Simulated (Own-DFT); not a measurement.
# Energy and forces against displacement in monoclinic HfO2, 96 atoms (Hf32O64)

Calculated results; nothing here was measured. They come from Own-DFT, an in-house plane-wave density functional program, since retired, whose code no person has reviewed. Each row is one single-point run on a periodic cell that was not relaxed, without spin or spin-orbit coupling.

Settings of every run: PBE; PseudoDojo norm-conserving scalar-relativistic files; cutoff 72 hartree; 2 x 2 x 2 k mesh centred on Gamma; Fermi-Dirac smearing of 0.1 eV.

Known limits, some of them of some rows only: some atoms lie very close together; hafnium file: forces about 75 meV/angstrom off all-electron values; oxygen file: force components 24 meV/angstrom off all-electron in a glass; forces on such cells passed a denser k mesh, each cell not checked; stress not checked against mesh or cutoff.

Cell vectors in Å: (10.234, 0.000, 0.000); (0.000, 10.350, 0.000); (-1.696, 0.000, 10.445). In each run every atom was moved at random and independently from its ideal site; u is the rms move along one axis. E is the free energy for each atom above the fitted value at u = 0, and F the rms of the force components.

```
run,u (Å),E (meV/atom),F (eV/Å),largest force (eV/Å),P (GPa)
1,0.0196,10.4,0.462,2.09,3.83
2,0.0198,?,?,?,?
3,0.0204,10.7,0.480,1.85,3.69
4,0.0509,67.6,1.221,5.40,6.26
5,0.0516,68.5,1.169,5.64,6.17
6,0.0522,73.7,1.231,5.20,6.17
7,0.0744,150.3,1.743,7.63,8.42
8,0.0792,161.1,1.930,9.56,9.56
9,0.1246,386.1,2.932,14.06,15.62
10,0.1510,633.8,4.605,25.06,24.30
```

## Worked fit

For small independent moves the energy grows as E = (3/2) K u², with K the mean stiffness felt by one atom. The runs with u up to 0.11 Å give K = 17.6 ± 0.2 eV/Å², with residuals divided by u² + 0.0006 Å², since the noise grows with the moves. The scatter is 1.8 meV/atom at u = 0.05 Å. The forces follow F = G u with G = 23.6 eV/Å²; no force at u = 0 is resolved. G exceeds K because the moves of its neighbours add to the force on an atom, and stiffness differs between atoms. At u = 0.151 Å the parabola gives 601 meV/atom and the run 634. The pressure follows P = 3.51 + 948 u² GPa: at fixed volume, shortened bonds push harder than stretched ones pull.

## Withheld run

Question: what energy and rms force should run 2 give?

The fit gives 10 ± 1 meV/atom and about 0.47 eV/Å. The calculation gave 8.0 meV/atom and 0.389 eV/Å. This run lies off the fit, by chance or by something that the fit leaves out.
